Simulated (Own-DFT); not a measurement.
# A layer strained by its substrate: grey tin, 32 atoms (Sn32)

Everything here is calculated. The program is Own-DFT (plane waves, in-house, since retired, never reviewed by a person); positions were held fixed, and spin and spin-orbit coupling were off.

Settings: PBE; PseudoDojo norm-conserving scalar-relativistic files; cutoff 42 hartree; 3 x 3 x 5 k mesh centred on Gamma; cold (Marzari-Vanderbilt) smearing of 0.2 eV.

Known weak points: forces on such cells failed a check on a denser k mesh; stress not checked against mesh or cutoff.

Unstrained cell vectors in Å: (12.978, 0.000, 0.000); (0.000, 12.978, 0.000); (0.000, 0.000, 6.489). The unstrained cell has measured lattice constants (interpolated for alloys), not those of this functional. That, the random moves and any unrelaxed bonds set the pressure at no strain. Each run strains x and y alike by e, as a substrate would, and holds the height along z. All atoms carry random offsets, Gaussian with a width of 0.05 Å per axis. Stress is positive in tension.

| e (%) | u (Å) | (s_xx + s_yy)/2 (GPa) | s_zz (GPa) |
|---|---|---|---|
| -2.25 | 0.053 | -6.46 | -5.87 |
| -2.25 | 0.057 | -6.48 | -5.83 |
| -1.75 | 0.052 | -5.86 | -5.26 |
| -1.75 | 0.049 | -5.80 | -5.30 |
| -0.75 | 0.056 | -4.58 | -4.45 |
| -0.75 | 0.049 | -4.54 | -4.29 |
| -0.25 | 0.059 | -3.99 | -3.89 |
| -0.25 | 0.051 | -3.88 | -3.88 |
| 0.50 | 0.048 | ? | ? |
| 1.50 | 0.049 | -2.04 | -2.41 |
| 1.50 | 0.046 | -2.00 | -2.39 |
| 2.00 | 0.047 | -1.55 | -2.03 |
| 2.00 | 0.050 | -1.51 | -2.03 |

## Analysis

With e as a fraction, the in-plane stress is -3.7 + 116 e - 450 e² GPa (errors 1 and 61, scatter 0.04), and s_zz is -3.7 + 89 e - 343 e² GPa (slope ± 1, scatter 0.05). At e = 0 the first slope is C11 + C12 and the second 2 C12, both with the ions held to the strained lattice and at the cell's own pressure. The term in e² is negative: the layer stiffens under compression and softens under tension. A free layer would change its height as e changes, and the in-plane slope would drop by 2 C12²/C11 to the biaxial modulus. At fixed height, a misfit of 1 % moves the in-plane stress by about 1.2 GPa and s_zz by 0.9 GPa.

## Test on the hidden row

Asked: what are the two stresses at e = 0.50 %?

Estimate: -3.1 and -3.2 GPa. The calculation gave -3.07 and -3.17 GPa.
